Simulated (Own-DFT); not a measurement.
SiC (2H silicon carbide, atoms displaced) (calculated)

A calculation, not a measurement: plane-wave PBE density functional theory by an unreviewed code, no spin, of a simulated periodic cell, stress positive in tension, free energy of the whole cell less one offset for each atom, forces on such cells passed a denser k mesh, this cell's mesh not checked; offsets are fitted by least squares, one for each functional and potential file, so energies compare only between cells with the same atoms and settings and are not formation energies; the far tail of each file's local potential was reset to the Coulomb form; each entry is a single point on an unrelaxed cell, so the pressure reflects the starting lattice, mostly measured values (interpolated for alloys), from which strain is counted, and rises with the displacements; printed positions are rounded, which can move forces by about a meV/angstrom; the program, named Own-DFT, is a retired in-house code; no spin-orbit coupling. Program: Own-DFT development build.

Settings shared by all entries: functional PBE; potential files PseudoDojo norm-conserving, scalar-relativistic, standard set; wave cutoff 42 hartree; occupations Fermi-Dirac; smearing width 0.1 eV; hardware one NVIDIA H100; k mesh 5 x 5 x 3 centred on Gamma.

(1) SiC (2H silicon carbide, atoms displaced)

```
SiC
1.0
      6.1654     0.0000     0.0000
     -3.0827     5.3394     0.0000
      0.0000     0.0000    10.0681
Si C Si C Si C Si C Si C Si C Si C Si C
2 2 2 2 2 2 2 2 2 2 2 2 2 2 2 2
Direct
  0.00848 0.01450 0.00028
  0.14168 0.30633 0.24563
  0.00966 0.02334 0.18382
  0.14752 0.31599 0.44131
  0.02416 0.00446 0.50286
  0.16935 0.34210 0.73902
  0.00117 0.98590 0.68665
  0.14869 0.32856 0.93446
  0.01263 0.51643 0.00435
  0.17946 0.83940 0.25084
  0.00771 0.51502 0.19128
  0.16845 0.85674 0.43705
  0.00344 0.50914 0.48848
  0.16317 0.83431 0.74379
  0.00035 0.50243 0.69439
  0.16617 0.83888 0.92940
  0.49054 0.99976 0.99846
  0.67047 0.33676 0.25127
  0.50140 0.00685 0.18714
  0.66530 0.33339 0.42610
  0.49475 0.99050 0.50509
  0.67826 0.35886 0.74558
  0.49447 0.99595 0.68820
  0.66430 0.32876 0.93700
  0.51203 0.51129 0.00493
  0.67532 0.84672 0.25683
  0.48609 0.49082 0.18374
  0.67197 0.83886 0.44297
  0.47130 0.47599 0.48590
  0.64639 0.81048 0.75549
  0.49394 0.49955 0.68161
  0.67296 0.82653 0.93558
```

```
free energy of cell above offsets : -1.341 eV
pressure                          : 6.26 GPa
stress xx                         : -4.16 GPa
stress yy                         : -6.97 GPa
stress zz                         : -7.66 GPa
stress yz                         : -0.98 GPa
stress xz                         : 0.94 GPa
stress xy                         : 1.15 GPa
wall time                         : 115.3 s
```

Force:
```tsv
element	x (eV/Å)	y (eV/Å)	z (eV/Å)
Si	-0.266	-1.157	-1.516
Si	0.987	7.153	1.974
C	0.272	-6.78	-0.728
C	-0.563	1.551	-2.115
Si	-5.363	-0.892	1.912
Si	-0.091	-2.478	2.433
C	-2.211	1.621	-0.112
C	1.719	2.072	-0.192
Si	-0.962	-1.355	-1.582
Si	-1.188	0.998	-0.288
C	-0.086	-1.111	0.117
C	3.818	-3.171	-1.549
Si	-1.241	-0.442	1.915
Si	1.151	0.155	1.282
C	0.105	0.541	-3.233
C	-0.043	0.066	1.825
Si	1.368	0.106	-0.682
Si	-1.076	0.39	-2.705
C	0.861	-0.204	-0.079
C	-0.116	-0.4	3.306
Si	0.962	1.446	-0.737
Si	-0.576	-3.235	1.268
C	0.618	0.882	0.344
C	0.019	1.426	0.273
Si	-0.877	-2.127	-1.695
Si	-0.555	-1.479	-1.267
C	0.636	1.181	2.483
C	0.057	-1.167	-0.681
Si	2.649	3.155	1.447
Si	0.867	2.822	-1.815
C	0.27	-0.607	-0.939
C	-1.143	1.041	1.339
```

(2) SiC (2H silicon carbide, atoms displaced)

```
SiC
1.0
      6.1654     0.0000     0.0000
     -3.0827     5.3394     0.0000
      0.0000     0.0000    10.0681
Si C Si C Si C Si C Si C Si C Si C Si C
2 2 2 2 2 2 2 2 2 2 2 2 2 2 2 2
Direct
  0.01583 0.99594 0.00740
  0.17862 0.34015 0.26061
  0.00842 0.00328 0.18874
  0.17463 0.33142 0.43873
  0.01007 0.99610 0.49753
  0.16975 0.31595 0.75802
  0.99514 0.99255 0.68939
  0.18530 0.32843 0.93840
  0.98974 0.47861 0.00588
  0.16358 0.83030 0.24921
  0.97865 0.48498 0.18441
  0.16083 0.84318 0.43567
  0.01152 0.51618 0.50184
  0.16178 0.83418 0.74714
  0.00145 0.49616 0.69166
  0.17111 0.84112 0.93837
  0.49326 0.00017 0.99211
  0.67141 0.33472 0.25376
  0.47671 0.99208 0.19513
  0.66820 0.31548 0.42809
  0.50821 0.00088 0.49997
  0.67740 0.34730 0.75108
  0.50011 0.00337 0.69507
  0.67020 0.33109 0.94852
  0.49443 0.49039 0.99616
  0.65226 0.85920 0.25111
  0.50168 0.50030 0.18991
  0.67613 0.82668 0.44855
  0.51779 0.52375 0.50498
  0.66052 0.83655 0.74490
  0.50695 0.50891 0.68866
  0.65885 0.84225 0.92719
```

```
free energy of cell above offsets : -1.585 eV
pressure                          : 6.46 GPa
stress xx                         : -6.99 GPa
stress yy                         : -4.26 GPa
stress zz                         : -8.13 GPa
stress yz                         : 0.98 GPa
stress xz                         : 0.4 GPa
stress xy                         : -0.68 GPa
wall time                         : 131.6 s
```

Force:
```tsv
element	x (eV/Å)	y (eV/Å)	z (eV/Å)
Si	-2.746	0.263	-1.355
Si	-0.502	-0.525	-2.734
C	-1.767	0.292	1.24
C	-0.353	1.409	1.859
Si	-2.12	2.123	1.662
Si	-0.759	1.421	-1.812
C	0.126	0.497	-0.98
C	-2.999	-1.083	0.458
Si	1.523	1.977	-1.38
Si	-2.054	-1.355	0.15
C	2.828	1.264	1.767
C	3.35	-1.716	-0.035
Si	-0.046	-2.382	-0.446
Si	0.846	-0.466	1.298
C	0.868	0.393	-0.285
C	-0.091	-2.515	-0.467
Si	1.013	-0.705	1.601
Si	-2.262	-0.4	-1.763
C	0.891	2.132	-2.362
C	-0.041	2.46	3.688
Si	-0.635	-0.055	0.947
Si	-0.342	-1.223	0.659
C	-0.875	0.865	-1.964
C	-0.621	0.369	-2.4
Si	1.378	3.003	1.884
Si	4.496	-3.296	0.209
C	-0.456	1.284	-0.093
C	-1.375	3.173	-2.505
Si	0.176	-5.199	-0.608
Si	0.778	0.177	1.017
C	-0.165	-1.17	0.337
C	1.936	-1.014	2.414
```

(3) SiC (2H silicon carbide, atoms displaced)

```
SiC
1.0
      6.1654     0.0000     0.0000
     -3.0827     5.3394     0.0000
      0.0000     0.0000    10.0681
Si C Si C Si C Si C Si C Si C Si C Si C
2 2 2 2 2 2 2 2 2 2 2 2 2 2 2 2
Direct
  0.02845 0.01112 0.99584
  0.15972 0.33562 0.25651
  0.00904 0.02041 0.18898
  0.16108 0.33605 0.43721
  0.02008 0.98449 0.50217
  0.13764 0.30930 0.74672
  0.01177 0.99901 0.69138
  0.17283 0.32740 0.94806
  0.97973 0.49845 0.00195
  0.15721 0.82007 0.24523
  0.00641 0.51815 0.18427
  0.16287 0.84886 0.44198
  0.00349 0.49296 0.48899
  0.17449 0.84171 0.75218
  0.00605 0.50236 0.68798
  0.17222 0.84523 0.93042
  0.51314 0.99826 0.00742
  0.66747 0.33753 0.24997
  0.51844 0.99144 0.18389
  0.66177 0.33051 0.43126
  0.51046 0.00509 0.49274
  0.66705 0.35231 0.74943
  0.51501 0.00290 0.69224
  0.65970 0.34785 0.93372
  0.48148 0.48863 0.99516
  0.65771 0.82462 0.25568
  0.49244 0.48824 0.18402
  0.70588 0.86429 0.43633
  0.50080 0.51712 0.49560
  0.64518 0.83936 0.74802
  0.51024 0.50421 0.68627
  0.65875 0.81874 0.94522
```

```
free energy of cell above offsets : 0.145 eV
pressure                          : 7.72 GPa
stress xx                         : -8.87 GPa
stress yy                         : -6.56 GPa
stress zz                         : -7.73 GPa
stress yz                         : -1.71 GPa
stress xz                         : -0.3 GPa
stress xy                         : 5.18 GPa
wall time                         : 122.7 s
```

Force:
```tsv
element	x (eV/Å)	y (eV/Å)	z (eV/Å)
Si	-3.29	-2.095	2.028
Si	1.069	0.263	-2.108
C	0.447	-2.775	-0.329
C	2.21	-0.302	0.36
Si	-6.191	4.972	2.851
Si	2.16	3.287	1.389
C	-1.704	-1.519	-1.447
C	-4.426	0.62	-3.297
Si	1.97	1.01	-1.515
Si	-0.194	4.981	0.882
C	-0.404	-3.274	0.657
C	7.496	-4.738	-3.626
Si	-2.374	1.364	2.751
Si	1.007	-1.08	-1.008
C	-0.845	0.103	-0.721
C	1.902	-1.56	2.367
Si	-0.974	0.085	-2.797
Si	-0.136	-0.92	-1.345
C	-2.996	1.175	2.329
C	-0.028	1.236	1.036
Si	-0.214	0.08	1.634
Si	2.108	-1.427	-0.267
C	-4.35	2.794	-2.691
C	1.471	-1.977	0.968
Si	2.031	2.318	1.78
Si	2.785	0.239	-2.113
C	-0.302	0.74	1.348
C	-2.523	-2.63	0.451
Si	1.177	-0.643	0.74
Si	5.502	-2.831	2.553
C	-3.05	0.518	-1.021
C	0.665	1.984	-1.837
```

(4) SiC (2H silicon carbide, atoms displaced)

```
SiC
1.0
      6.1654     0.0000     0.0000
     -3.0827     5.3394     0.0000
      0.0000     0.0000    10.0681
Si C Si C Si C Si C Si C Si C Si C Si C
2 2 2 2 2 2 2 2 2 2 2 2 2 2 2 2
Direct
  0.98752 0.02120 0.00050
  0.17153 0.32948 0.24474
  0.99729 0.98878 0.19284
  0.15111 0.33498 0.43428
  0.98630 0.99654 0.50712
  0.17122 0.33260 0.74084
  0.02236 0.01837 0.68767
  0.16127 0.31736 0.93564
  0.99418 0.49515 0.99716
  0.17818 0.82867 0.24831
  0.99877 0.51053 0.19153
  0.15765 0.82981 0.42782
  0.02019 0.49618 0.49360
  0.16032 0.83425 0.74243
  0.99717 0.49176 0.68473
  0.15252 0.82468 0.93888
  0.51475 0.02055 0.99435
  0.67746 0.34710 0.25198
  0.49622 0.00665 0.18514
  0.67097 0.34051 0.43339
  0.51961 0.02440 0.50235
  0.66923 0.33444 0.74388
  0.49860 0.99305 0.69336
  0.66280 0.33318 0.92753
  0.52162 0.51446 0.00932
  0.67117 0.84347 0.25126
  0.50713 0.50886 0.18193
  0.63775 0.82049 0.42382
  0.50714 0.50760 0.49239
  0.66437 0.82743 0.74777
  0.49497 0.49365 0.68443
  0.66404 0.83753 0.93248
```

```
free energy of cell above offsets : -1.536 eV
pressure                          : 5.92 GPa
stress xx                         : -2.62 GPa
stress yy                         : -6.64 GPa
stress zz                         : -8.49 GPa
stress yz                         : 1.41 GPa
stress xz                         : 1.73 GPa
stress xy                         : 1.29 GPa
wall time                         : 123.9 s
```

Force:
```tsv
element	x (eV/Å)	y (eV/Å)	z (eV/Å)
Si	2.764	-4.282	0.758
Si	-1.1	0.065	0.266
C	-0.206	1.555	-1.191
C	4.958	-2.6	-1.007
Si	1.088	-0.229	-3.349
Si	-0.813	1.405	2.651
C	-2.209	-2.937	-0.872
C	0.194	4.31	-0.615
Si	0.643	0.735	-0.087
Si	-1.764	1.279	-0.466
C	1.696	-2.004	-1.744
C	0.636	1.04	3.161
Si	-4.904	3.044	1.392
Si	1.321	-1.124	2.312
C	0.144	0.899	-0.906
C	0.269	1.572	-0.768
Si	-2.158	-2.907	0.374
Si	-0.712	-1.221	-1.067
C	1.892	1.014	-0.348
C	0.388	0.59	1.057
Si	-1.889	-2.83	-0.848
Si	-0.178	-0.449	0.3
C	0.117	0.858	-1.785
C	0.259	1.464	1.354
Si	-1.571	-1.122	-4.17
Si	-0.431	-0.094	-2.688
C	-0.069	-0.16	3.119
C	1.257	1.934	4.237
Si	-1.194	-1.368	0.687
Si	0.471	0.424	0.336
C	1.132	1.252	-0.93
C	-0.031	-0.112	0.834
```

(5) SiC (2H silicon carbide, atoms displaced)

```
SiC
1.0
      6.1654     0.0000     0.0000
     -3.0827     5.3394     0.0000
      0.0000     0.0000    10.0681
Si C Si C Si C Si C Si C Si C Si C Si C
2 2 2 2 2 2 2 2 2 2 2 2 2 2 2 2
Direct
  0.99274 0.99736 0.99526
  0.15993 0.31577 0.24976
  0.99800 0.00463 0.19001
  0.16879 0.33386 0.42931
  0.98592 0.99908 0.50102
  0.16340 0.34120 0.75385
  0.99488 0.99848 0.68760
  0.16847 0.35455 0.93147
  0.97651 0.49449 0.99569
  0.17303 0.84069 0.25238
  0.99686 0.49655 0.17706
  0.15649 0.82712 0.43774
  0.00169 0.51459 0.49404
  0.18562 0.84116 0.75055
  0.99060 0.48818 0.68757
  0.16552 0.82908 0.93710
  0.50415 0.00843 0.99661
  0.65821 0.33077 0.25427
  0.47569 0.00637 0.18717
  0.65416 0.34893 0.43742
  0.48266 0.01086 0.50510
  0.67725 0.33588 0.73727
  0.51316 0.00436 0.69925
  0.66529 0.35238 0.94426
  0.48818 0.50013 0.00435
  0.66944 0.82281 0.24661
  0.48152 0.47327 0.17947
  0.66078 0.83348 0.42952
  0.49505 0.49534 0.50005
  0.67818 0.84077 0.74906
  0.51641 0.51639 0.68979
  0.67332 0.82414 0.93531
```

```
free energy of cell above offsets : -1.817 eV
pressure                          : 6.14 GPa
stress xx                         : -6.21 GPa
stress yy                         : -4.31 GPa
stress zz                         : -7.89 GPa
stress yz                         : 0.25 GPa
stress xz                         : 0.58 GPa
stress xy                         : -2.35 GPa
wall time                         : 117.3 s
```

Force:
```tsv
element	x (eV/Å)	y (eV/Å)	z (eV/Å)
Si	1.474	1.196	0.6
Si	-1.372	2.654	-1.245
C	0.169	-2.277	-1.398
C	-1.096	-0.173	2.304
Si	0.209	0.301	-0.76
Si	1.629	-0.512	-1.708
C	1.972	1.251	-0.141
C	-0.385	-2.051	1.706
Si	2.532	1.582	0.528
Si	-1.849	-2.291	-1.191
C	-0.183	0.037	3.209
C	-0.361	2.337	0.354
Si	0.504	-3.017	0.959
Si	-2.493	-1.221	0.548
C	1.947	2.772	-1.747
C	-0.178	0.997	-0.277
Si	-0.397	-0.341	0.59
Si	0.847	0.215	-2.102
C	4.182	-0.129	-0.427
C	2.786	-1.789	0.271
Si	2.397	-0.805	-1.054
Si	-2.524	0.862	3.523
C	-0.989	-0.152	-2.603
C	-0.739	-2.737	-2.837
Si	0.255	0.043	-2.02
Si	-2.337	0.108	-0.652
C	0.09	2.267	2.646
C	-0.851	0.196	1.991
Si	-2.171	2.445	0.493
Si	0.182	-1.108	0.934
C	-1.235	-1.908	-1.108
C	-2.015	1.25	0.615
```

(6) SiC (2H silicon carbide, atoms displaced)

```
SiC
1.0
      6.1654     0.0000     0.0000
     -3.0827     5.3394     0.0000
      0.0000     0.0000    10.0681
Si C Si C Si C Si C Si C Si C Si C Si C
2 2 2 2 2 2 2 2 2 2 2 2 2 2 2 2
Direct
  0.99139 0.99007 0.00201
  0.17214 0.35985 0.25318
  0.00855 0.00837 0.19140
  0.16746 0.33155 0.44454
  0.00734 0.00680 0.49438
  0.17193 0.34174 0.74768
  0.99652 0.00841 0.68694
  0.17528 0.33921 0.92738
  0.00342 0.50371 0.00703
  0.17891 0.83345 0.25583
  0.00737 0.48530 0.17978
  0.17901 0.84382 0.43116
  0.99762 0.49564 0.50401
  0.15946 0.83856 0.74427
  0.00867 0.50775 0.68686
  0.16212 0.82912 0.93965
  0.48752 0.98642 0.00087
  0.66331 0.33519 0.25392
  0.49174 0.00648 0.17288
  0.66813 0.32908 0.44385
  0.50144 0.01313 0.49976
  0.66343 0.34195 0.74423
  0.48353 0.99217 0.68753
  0.68105 0.36264 0.92595
  0.51317 0.50223 0.99676
  0.66610 0.81925 0.24098
  0.51163 0.48416 0.19133
  0.68281 0.82768 0.44112
  0.50975 0.49004 0.50666
  0.68146 0.84230 0.75575
  0.49246 0.50144 0.68564
  0.69661 0.86667 0.94303
```

```
free energy of cell above offsets : -1.161 eV
pressure                          : 6.6 GPa
stress xx                         : -7.3 GPa
stress yy                         : -2.21 GPa
stress zz                         : -10.27 GPa
stress yz                         : 0.26 GPa
stress xz                         : -1.2 GPa
stress xy                         : -0.46 GPa
wall time                         : 115.4 s
```

Force:
```tsv
element	x (eV/Å)	y (eV/Å)	z (eV/Å)
Si	3.944	3.671	1.304
Si	3.379	-4.067	0.792
C	-0.059	-0.499	-0.208
C	0.217	1.696	-1.354
Si	-0.094	-1.038	0.747
Si	-0.59	-0.425	0.018
C	0.986	0.018	-0.821
C	-0.053	0.08	2.921
Si	0.408	-0.764	-4.484
Si	-1.602	0.469	-3.24
C	-3.175	2.341	3.136
C	-0.149	-1.197	2.327
Si	1.129	1.256	-0.377
Si	0.253	-0.397	1.6
C	-1.473	-0.406	-0.274
C	0.024	0.19	-0.836
Si	0.136	2.474	-3.087
Si	2.999	-1.955	-0.278
C	1.648	-0.73	4.694
C	0.593	0.934	-1.591
Si	2.06	-3.338	0.742
Si	0.885	-0.82	0.399
C	1.6	1.55	0.157
C	1.015	-2.276	1.917
Si	-1.531	0.201	-0.039
Si	0.194	2.013	1.613
C	-3.416	2.224	-1.708
C	-2.362	-0.159	-1.24
Si	-2.249	2.126	-1.264
Si	-2.175	-0.361	-1.051
C	1.408	0.947	0.982
C	-3.949	-3.759	-1.499
```
